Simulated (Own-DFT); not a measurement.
# Response to strain: wurtzite AlN, 72 atoms (Al36N36)

These are calculations, not measurements. The program, named Own-DFT, is a retired in-house plane-wave density functional code that no person has reviewed. Each row is one single-point run on a periodic cell that was not relaxed, without spin or spin-orbit coupling.

Settings of every run: PBE; PseudoDojo norm-conserving scalar-relativistic files; cutoff 42 hartree; 3 x 3 x 2 k mesh centred on Gamma; Fermi-Dirac smearing of 0.1 eV.

Known limits: forces on such cells moved up to 12 meV/angstrom on a denser k mesh; stress not checked against mesh or cutoff.

Unstrained cell vectors in Å: (9.336, 0.000, 0.000); (-4.668, 8.085, 0.000); (0.000, 0.000, 9.964). The unstrained cell has measured lattice constants (interpolated for alloys), not those of this functional. That, the random moves and any unrelaxed bonds set the pressure at no strain. Each run strains this cell uniformly, with the atoms carried along. Every atom was also moved at random, by a Gaussian of width 0.05 Å on each axis. Strain is the symmetric tensor, in per cent. Stress is positive in tension, and the pressure is minus a third of its trace.

```
run  e_xx (%)  e_yy (%)  e_zz (%)  s_xx (GPa)  s_yy (GPa)  s_zz (GPa)  P (GPa)  E (meV/atom)
  1      2.25      2.25      0.00        6.85        6.47       -2.37    -3.65           0.0
  2     -2.25     -2.25      0.00      -18.49      -21.30       -8.55    16.11          47.4
  3     -1.75     -1.75      0.00      -16.91      -16.78       -8.61    14.10          50.2
  4      3.00      3.00      0.00        9.82        9.93       -2.81    -5.64          26.9
  5     -1.50     -1.50      0.00      -15.41      -15.12       -7.90    12.81          45.4
  6     -3.00     -3.00      0.00      -26.24      -27.59       -8.87    20.90          77.4
  7     -0.25     -0.25      0.00       -7.53       -6.82       -6.83     7.06          28.6
  8     -0.50     -0.50      0.00       -9.47       -9.27       -4.65     7.80          21.2
  9      1.25      1.25      0.00           ?           ?           ?        ?             ?
```

E is the free energy for each atom above the lowest run shown.

## Worked fit

The change of volume is close to e_xx + e_yy + e_zz. A straight line through the runs shown gives P = 6.59 - 218 x (fractional change of volume) GPa, with an error of 8 on the slope and a scatter of 0.88 GPa. The strain isn't the same on all axes and the cell isn't cubic, so the slope belongs to this path and is not the bulk modulus.

## Withheld run

Question: what pressure should run 9 give? Its volume changes by 2.52 %.

The line gives 1.1 GPa. The calculation gave 0.42 GPa.
